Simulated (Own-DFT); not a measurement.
Simulation results for GaP (zincblende, strained, atoms displaced), SiC (4H silicon carbide, atoms displaced)

A calculation, not a measurement: plane-wave PBE density functional theory by an unreviewed code, no spin, of a simulated periodic cell, stress positive in tension, free energy of the whole cell less one offset for each atom, forces on such cells passed a denser k mesh, this cell's mesh not checked; offsets are fitted by least squares, one for each functional and potential file, so energies compare only between cells with the same atoms and settings and are not formation energies; the far tail of each file's local potential was reset to the Coulomb form; each entry is a single point on an unrelaxed cell, so the pressure reflects the starting lattice, mostly measured values (interpolated for alloys), from which strain is counted, and rises with the displacements; printed positions are rounded, which can move forces by about a meV/angstrom; the program, named Own-DFT, is a retired in-house code; no spin-orbit coupling. Program: Own-DFT development build.

Common to all runs: functional PBE; potential files PseudoDojo norm-conserving, scalar-relativistic, standard set; wave cutoff 42 hartree; occupations Fermi-Dirac; smearing width 0.1 eV; hardware one NVIDIA H100.

(1) GaP (zincblende, strained, atoms displaced)

```
cell vectors (Å)
  10.8620     0.0000     0.0000
   0.0000    10.8620     0.0000
   0.0000     0.0000    10.9439
atoms (fractions of the cell vectors)
Ga  0.00252  0.00308  0.00363
Ga  0.00688  0.24695  0.25508
Ga  0.24608  0.00103  0.25499
Ga  0.24335  0.25257  0.97848
P   0.11400  0.11452  0.12178
P   0.11857  0.37795  0.37432
P   0.37349  0.12868  0.36689
P   0.38163  0.37747  0.11528
Ga  0.99663  0.00060  0.50657
Ga  0.99178  0.24344  0.73419
Ga  0.24361  0.00696  0.73906
Ga  0.23692  0.26380  0.49804
P   0.12848  0.11645  0.62806
P   0.11991  0.38266  0.86743
P   0.37530  0.13942  0.86985
P   0.37973  0.37139  0.61293
Ga  0.97807  0.49055  0.99762
Ga  0.02310  0.76233  0.26091
Ga  0.24716  0.50070  0.25405
Ga  0.24269  0.73586  0.99479
P   0.12520  0.62524  0.14705
P   0.12394  0.87511  0.37317
P   0.37452  0.62117  0.37858
P   0.37663  0.88295  0.11866
Ga  0.00298  0.50276  0.50934
Ga  0.99473  0.74267  0.75273
Ga  0.25938  0.50445  0.75123
Ga  0.24489  0.74974  0.49968
P   0.13323  0.61646  0.63033
P   0.12756  0.87237  0.87428
P   0.38092  0.62116  0.86995
P   0.36929  0.87387  0.62507
Ga  0.50013  0.98527  0.99820
Ga  0.50646  0.24432  0.23003
Ga  0.73812  0.00644  0.26131
Ga  0.74840  0.25465  0.01256
P   0.62650  0.11987  0.11962
P   0.61905  0.37905  0.37779
P   0.86456  0.12079  0.37050
P   0.87013  0.38110  0.11080
Ga  0.49905  0.00006  0.51727
Ga  0.50151  0.25527  0.74943
Ga  0.74223  0.99678  0.76389
Ga  0.74940  0.25036  0.49687
P   0.61747  0.12659  0.62138
P   0.62653  0.37399  0.88698
P   0.87019  0.12789  0.88653
P   0.88397  0.37628  0.61707
Ga  0.49824  0.50580  0.00440
Ga  0.50586  0.75765  0.24772
Ga  0.76422  0.49946  0.24696
Ga  0.75994  0.74806  0.99942
P   0.63189  0.62233  0.12831
P   0.61512  0.87891  0.38280
P   0.87152  0.61632  0.37770
P   0.87323  0.87851  0.12477
Ga  0.50892  0.49346  0.50094
Ga  0.50457  0.76037  0.74852
Ga  0.75224  0.51205  0.73989
Ga  0.73831  0.75194  0.50657
P   0.64131  0.62558  0.62513
P   0.61292  0.86797  0.86473
P   0.86295  0.62180  0.87972
P   0.85338  0.87896  0.62978
```

It was run with k mesh 3 x 3 x 3 centred on Gamma.

It finds free energy of cell above offsets -28.253 eV; pressure 4.78 GPa; stress xx -4.77 GPa; stress yy -5.15 GPa; stress zz -4.42 GPa; stress yz -0.42 GPa; stress xz -0.88 GPa; stress xy -0.92 GPa; wall time 587 s.

Force:
```tsv
element	x (eV/Å)	y (eV/Å)	z (eV/Å)
Ga	-1.315	-1.566	-1.383
Ga	-1.198	-0.24	-0.976
Ga	0.6	0.304	-0.869
Ga	-0.266	0.322	1.885
P	2.239	2.122	1.039
P	-0.195	0.513	-0.036
P	0.086	0.254	0.988
P	-1.816	-0.571	0.757
Ga	-0.753	-0.447	-0.428
Ga	0.372	-0.098	1.75
Ga	2.069	-1.579	2.636
Ga	1.182	-1.655	-0.148
P	-1.679	2.204	-2.089
P	-0.635	-0.226	-0.309
P	0.157	-2.302	-0.241
P	-0.561	0.518	1.399
Ga	3.136	2.099	-1.372
Ga	-4.145	-2.236	-2.042
Ga	1.457	-0.935	-0.043
Ga	0.587	0.467	0.715
P	-0.633	-0.362	-2.801
P	1.521	2.34	3.087
P	0.595	0.609	-0.059
P	-1.46	-1.729	1.059
Ga	0.106	0.459	-1.246
Ga	-0.009	0.533	-0.178
Ga	0.166	-1.45	-0.399
Ga	0.439	-0.47	-0.091
P	-0.895	1.395	-0.303
P	-0.561	0.292	-0.259
P	0.315	1.04	0.401
P	-0.102	-0.113	0.122
Ga	0.082	1.947	-0.94
Ga	-1.001	0.861	1.513
Ga	-0.053	-1.421	-1.227
Ga	-0.501	-0.975	-1.235
P	0.168	-0.724	-0.303
P	1.583	-1.34	-2.032
P	1.744	1.034	1.027
P	0.032	-2.128	3.687
Ga	-1.199	0.065	-1.856
Ga	0.342	0.37	-0.047
Ga	-0.029	1.416	-0.467
Ga	-0.393	0.269	0.014
P	1.593	0.602	1.441
P	-0.083	0.761	-1.645
P	0.226	-0.057	-1.124
P	-1.773	-0.363	0.602
Ga	0.863	0.092	-0.387
Ga	-0.765	-0.694	-0.143
Ga	-1.47	-0.349	0.402
Ga	-1.573	0.806	0.858
P	-0.218	0.777	-0.107
P	0.346	-0.097	0.057
P	1.191	2.004	0.713
P	0.249	-0.091	0.903
Ga	-0.775	1.641	0.408
Ga	-1.821	-2.565	-1.857
Ga	0.811	-2.733	1.747
Ga	1.342	0.516	-2.026
P	-3.679	0.133	-0.194
P	2.358	1.118	2.811
P	1.492	0.046	-1.102
P	2.108	-0.411	-0.054
```

(2) GaP (zincblende, strained, atoms displaced)

```
cell vectors (Å)
  10.8620     0.0000     0.0000
   0.0000    10.8620     0.0000
   0.0000     0.0000    10.9439
atoms (fractions of the cell vectors)
Ga  0.00342  0.99533  0.99984
Ga  0.00427  0.24458  0.25226
Ga  0.24943  0.99794  0.25662
Ga  0.24936  0.24727  0.00070
P   0.12520  0.12647  0.12207
P   0.12274  0.37103  0.37147
P   0.37389  0.12451  0.37667
P   0.37521  0.37024  0.12887
Ga  0.99822  0.00136  0.50131
Ga  0.00215  0.25209  0.74694
Ga  0.24850  0.00211  0.74689
Ga  0.25090  0.24867  0.50396
P   0.12592  0.12541  0.62609
P   0.12541  0.37795  0.87434
P   0.37706  0.12048  0.87461
P   0.37225  0.37256  0.62732
Ga  0.00214  0.49914  0.99916
Ga  0.99967  0.75222  0.24615
Ga  0.24962  0.50112  0.25045
Ga  0.25313  0.74981  0.00088
P   0.11992  0.62567  0.12485
P   0.12588  0.87612  0.37854
P   0.37219  0.62403  0.37183
P   0.37326  0.87629  0.12579
Ga  0.99804  0.49606  0.50362
Ga  0.00300  0.74765  0.75071
Ga  0.24970  0.49885  0.75165
Ga  0.25270  0.75133  0.49734
P   0.12493  0.62384  0.63252
P   0.11910  0.87617  0.86954
P   0.37790  0.62164  0.88004
P   0.37337  0.87869  0.62076
Ga  0.49986  0.00280  0.00201
Ga  0.50203  0.25434  0.25070
Ga  0.75116  0.99867  0.25356
Ga  0.74824  0.24875  0.00030
P   0.62741  0.12487  0.12528
P   0.62496  0.37593  0.37285
P   0.87516  0.12303  0.37675
P   0.87964  0.37697  0.12504
Ga  0.50271  0.00131  0.50095
Ga  0.49654  0.25212  0.75235
Ga  0.74642  0.00134  0.75035
Ga  0.75041  0.24565  0.49812
P   0.62168  0.12142  0.63101
P   0.62623  0.37558  0.87011
P   0.87469  0.12732  0.87896
P   0.87495  0.37593  0.62752
Ga  0.49665  0.49838  0.00095
Ga  0.49906  0.74664  0.25018
Ga  0.74949  0.49797  0.25262
Ga  0.75079  0.74831  0.00203
P   0.62117  0.62342  0.12332
P   0.62783  0.87727  0.37546
P   0.87683  0.62653  0.37246
P   0.87516  0.87638  0.12045
Ga  0.50065  0.50090  0.49817
Ga  0.49481  0.74915  0.75026
Ga  0.74947  0.50231  0.75332
Ga  0.75047  0.75117  0.49757
P   0.62671  0.62667  0.62729
P   0.62894  0.87411  0.87547
P   0.87498  0.62668  0.87239
P   0.86851  0.87340  0.62663
```

Here we set k mesh 3 x 3 x 3 centred on Gamma.

Results for GaP (zincblende, strained, atoms displaced): free energy of cell above offsets -35.166 eV; pressure 3.1 GPa; stress xx -3.28 GPa; stress yy -3.31 GPa; stress zz -2.71 GPa; stress yz -0.11 GPa; stress xz 0.09 GPa; stress xy -0.18 GPa; wall time 505.8 s.

Force:
```tsv
element	x (eV/Å)	y (eV/Å)	z (eV/Å)
Ga	-0.345	0.731	-0.159
Ga	-0.655	0.224	-0.5
Ga	-0.026	0.36	-0.684
Ga	0.246	0.271	-0.406
P	0.108	-0.834	0.517
P	0.519	0.446	0.845
P	0.481	0.28	-0.029
P	-0.334	0.542	-0.521
Ga	-0.048	-0.439	0.446
Ga	-0.262	-0.2	0.599
Ga	0.087	-0.332	0.303
Ga	-0.246	0.119	-0.551
P	-0.35	0.063	-0.227
P	0.158	-0.601	0.199
P	-0.446	0.476	0.06
P	0.344	0.54	-0.326
Ga	-0.405	0.252	-0.176
Ga	-0.045	0.22	0.369
Ga	-0.45	-0.341	-0.352
Ga	-0.639	0.109	-0.192
P	0.836	0.006	-0.133
P	-0.582	-0.256	-0.239
P	0.312	0.021	0.486
P	0.216	0.018	0.215
Ga	0.328	0.426	-0.417
Ga	-0.836	0.331	-0.313
Ga	0.315	0.183	0.173
Ga	-0.402	-0.378	0.499
P	0.359	0.005	-1.232
P	1.197	-0.203	0.449
P	-0.596	0.334	-0.64
P	0.173	-0.421	0.419
Ga	0.369	-0.594	-0.058
Ga	-0.06	-0.879	0.078
Ga	0.133	0.098	-0.603
Ga	0.303	0.55	0.07
P	-0.264	0.085	0.423
P	0.143	-0.229	0.653
P	0.164	0.104	-0.301
P	-0.495	-0.515	0.21
Ga	-0.133	0.017	-0.218
Ga	0.204	-0.267	-0.089
Ga	0.619	-0.06	0.473
Ga	-0.335	0.339	0.606
P	0.097	0.827	-0.625
P	-0.339	-0.08	0.826
P	0.329	-0.326	-0.604
P	-0.543	-0.284	-0.224
Ga	0.485	-0.603	0.123
Ga	0.147	0.553	-0.111
Ga	0.317	0.383	-0.592
Ga	-0.156	-0.089	-0.244
P	0.501	-0.115	0.303
P	-0.632	-0.471	-0.12
P	-0.049	-0.159	0.364
P	-0.123	-0.067	0.656
Ga	-0.092	-0.02	0.437
Ga	0.385	0.32	0.055
Ga	0.16	-0.025	-0.412
Ga	0.017	-0.292	0.091
P	-0.374	-0.066	-0.425
P	-0.787	-0.05	0.18
P	0.162	-0.224	0.61
P	0.836	0.191	-0.017
```

(3) GaP (zincblende, strained, atoms displaced)

```
cell vectors (Å)
  10.8620     0.0000     0.0000
   0.0000    10.8620     0.0000
   0.0000     0.0000    10.9439
atoms (fractions of the cell vectors)
Ga  0.00630  0.00331  0.99240
Ga  0.99808  0.24925  0.24351
Ga  0.25547  0.99887  0.25124
Ga  0.25150  0.24198  0.99961
P   0.13603  0.13249  0.13065
P   0.11033  0.38831  0.36485
P   0.37620  0.12681  0.37736
P   0.38987  0.37418  0.11900
Ga  0.00474  0.00404  0.49680
Ga  0.00611  0.25056  0.74699
Ga  0.26419  0.00357  0.74907
Ga  0.25092  0.24606  0.49635
P   0.13102  0.12359  0.62300
P   0.13098  0.37646  0.86720
P   0.38208  0.12528  0.86254
P   0.37725  0.36995  0.63227
Ga  0.00494  0.49307  0.99927
Ga  0.00353  0.75601  0.24055
Ga  0.24888  0.50025  0.23618
Ga  0.25648  0.74766  0.00162
P   0.12379  0.62761  0.12580
P   0.11868  0.88602  0.37644
P   0.38872  0.61507  0.37706
P   0.37935  0.87521  0.12051
Ga  0.99457  0.48325  0.49088
Ga  0.99889  0.73400  0.74924
Ga  0.24077  0.51132  0.74324
Ga  0.24412  0.74113  0.49536
P   0.11645  0.62941  0.62938
P   0.11201  0.86351  0.87049
P   0.37295  0.62292  0.86082
P   0.37036  0.87704  0.62457
Ga  0.50266  0.99500  0.00777
Ga  0.49770  0.26286  0.25074
Ga  0.75842  0.01844  0.25575
Ga  0.74336  0.25767  0.99049
P   0.62461  0.12358  0.12871
P   0.62705  0.38376  0.38042
P   0.87488  0.14130  0.38834
P   0.87584  0.37650  0.12427
Ga  0.49949  0.98782  0.49683
Ga  0.49697  0.24670  0.75042
Ga  0.76927  0.99496  0.74847
Ga  0.75355  0.24654  0.49701
P   0.62917  0.13136  0.61714
P   0.62463  0.36859  0.88272
P   0.87245  0.13106  0.87594
P   0.87672  0.37365  0.63774
Ga  0.50419  0.50061  0.00216
Ga  0.49771  0.74426  0.22963
Ga  0.76026  0.50045  0.26289
Ga  0.73984  0.74683  0.01293
P   0.62469  0.62537  0.11986
P   0.63941  0.87454  0.36962
P   0.87795  0.62381  0.37648
P   0.87421  0.87265  0.12772
Ga  0.51807  0.49198  0.50358
Ga  0.48245  0.74959  0.74801
Ga  0.75368  0.51495  0.75623
Ga  0.74846  0.75579  0.50456
P   0.61514  0.62328  0.62342
P   0.62345  0.86108  0.87592
P   0.87287  0.62415  0.88322
P   0.86937  0.85933  0.64038
```

It was run with k mesh 3 x 3 x 3 centred on Gamma.

Results for GaP (zincblende, strained, atoms displaced): free energy of cell above offsets -29.682 eV; pressure 4.34 GPa; stress xx -4.47 GPa; stress yy -4.57 GPa; stress zz -4 GPa; stress yz -0.3 GPa; stress xz 0.59 GPa; stress xy 0.72 GPa; wall time 533.9 s.

Force:
```tsv
element	x (eV/Å)	y (eV/Å)	z (eV/Å)
Ga	-0.466	-0.089	0.748
Ga	-0.086	0.323	0.504
Ga	0.054	0.145	0.168
Ga	0.951	1.107	-1.014
P	-0.977	-1.335	-0.348
P	2.773	-2.163	-0.83
P	0.585	-0.257	-0.602
P	-2.361	0.199	-0.208
Ga	-1.252	0.092	1.479
Ga	-0.003	-0.512	0.34
Ga	-2.038	-0.791	0.042
Ga	-0.429	1.221	0.032
P	-0.302	-0.066	0.376
P	0.039	-0.336	0.958
P	-0.328	-0.772	2.794
P	-0.671	1.041	-1.202
Ga	-0.118	0.328	-0.22
Ga	-0.27	-0.268	1.331
Ga	0.83	-0.159	1.045
Ga	-0.782	-0.053	-0.943
P	0.439	-0.096	-0.878
P	1.068	-1.633	-0.992
P	-1.129	0.562	-0.644
P	-1.301	0.081	0.536
Ga	-1.106	1.749	2.226
Ga	-1.184	0.927	1.276
Ga	0.824	-1.259	-0.077
Ga	0.479	0.523	-0.092
P	0.504	-1.43	-2.56
P	2.029	1.075	0.288
P	-0.284	-0.649	2.304
P	-0.081	-0.746	-0.995
Ga	0.733	0.52	-1.596
Ga	0.961	-1.305	0.87
Ga	0.046	-1.054	-0.058
Ga	1.303	-1.528	2.157
P	0.081	1.013	-0.177
P	1.229	-1.938	-1.432
P	2.064	-1.955	-2.15
P	-0.599	-0.314	-0.215
Ga	0.88	0.758	-0.11
Ga	1.683	0.658	-0.615
Ga	-2.324	1.022	0.817
Ga	-1.367	2.398	1.759
P	-0.459	-1.552	0.957
P	-1.224	1.984	-2.305
P	0.839	-0.213	-0.059
P	-0.697	0.431	-1.174
Ga	-0.06	0.364	-1.336
Ga	0.392	0.247	2.256
Ga	-0.806	-0.008	-1.306
Ga	1.481	1.052	-1.432
P	0.181	-1.852	1.432
P	-1.348	0.149	-0.5
P	0.473	1.337	0.565
P	-0.229	1.445	-0.49
Ga	-2.447	0.23	0.967
Ga	1.692	0.509	-0.463
Ga	-0.999	-1.27	-0.487
Ga	-0.171	-1.098	-0.275
P	1.22	1.128	1.015
P	-0.027	1.253	-0.352
P	0.465	0.304	0.83
P	1.63	0.528	-1.937
```

(4) SiC (4H silicon carbide, atoms displaced)

```
cell vectors (Å)
   6.1654     0.0000     0.0000
  -3.0827     5.3394     0.0000
   0.0000     0.0000    10.0681
atoms (fractions of the cell vectors)
Si  0.98268  0.99961  0.42029
Si  0.16232  0.32275  0.14936
C   0.97768  0.98442  0.10315
C   0.17497  0.32717  0.34291
Si  0.98870  0.49198  0.39661
Si  0.15176  0.84562  0.16211
C   0.04130  0.51972  0.07401
C   0.17553  0.87544  0.35473
Si  0.49102  0.99155  0.41765
Si  0.64947  0.33056  0.14919
C   0.46275  0.94509  0.09093
C   0.65363  0.31530  0.34914
Si  0.49065  0.52553  0.42721
Si  0.67235  0.82283  0.15731
C   0.50083  0.48653  0.08465
C   0.67288  0.81537  0.36290
Si  0.02841  0.00041  0.90288
Si  0.84143  0.67436  0.63201
C   0.01710  0.00676  0.57876
C   0.84180  0.67828  0.85155
Si  0.99066  0.45473  0.90672
Si  0.82785  0.18015  0.65045
C   0.99771  0.52807  0.59752
C   0.84663  0.14406  0.83759
Si  0.51598  0.01088  0.90823
Si  0.33476  0.66526  0.65188
C   0.49766  0.00599  0.59697
C   0.32706  0.65133  0.82870
Si  0.51994  0.51215  0.89168
Si  0.32479  0.20470  0.64548
C   0.49735  0.51412  0.59283
C   0.32114  0.15455  0.83279
```

Here we set k mesh 5 x 5 x 3 centred on Gamma.

It finds free energy of cell above offsets 5.111 eV; pressure 10.66 GPa; stress xx -10.91 GPa; stress yy -7.53 GPa; stress zz -13.54 GPa; stress yz 1.56 GPa; stress xz -0.52 GPa; stress xy -1.7 GPa; wall time 118.2 s.

Force:
```tsv
element	x (eV/Å)	y (eV/Å)	z (eV/Å)
Si	1.624	1.954	-7.645
Si	0.348	1.341	1.304
C	1.88	2.786	-2.946
C	-2.074	1.323	0.438
Si	0.351	1.249	0.406
Si	2.595	-2.12	0.573
C	-2.63	-1.69	5.242
C	0.501	-4.335	-2.221
Si	0.605	1.127	-1.744
Si	3.334	-2.058	1.467
C	1.233	4.18	0.384
C	-0.252	1.667	-0.907
Si	1.263	-5.381	-6.556
Si	-3.65	-2.21	1.334
C	-1.554	0.896	-0.192
C	-2.742	3.006	-3.598
Si	-3.157	-1.993	1.518
Si	-3.168	2.599	5.242
C	-2.525	1.171	7.451
C	2.145	-2.01	-2.675
Si	-0.303	4.52	-3.345
Si	0.881	-0.424	0.536
C	4.799	-4.488	-2.863
C	-1.783	0.176	0.307
Si	-0.863	-3.072	-1.775
Si	-2.71	2.575	1.388
C	-0.435	0.642	0.373
C	0.34	0.531	2.511
Si	-2.205	-1.17	1.173
Si	3.171	-4.792	2.3
C	1.238	0.827	2.34
C	3.743	3.174	0.18
```
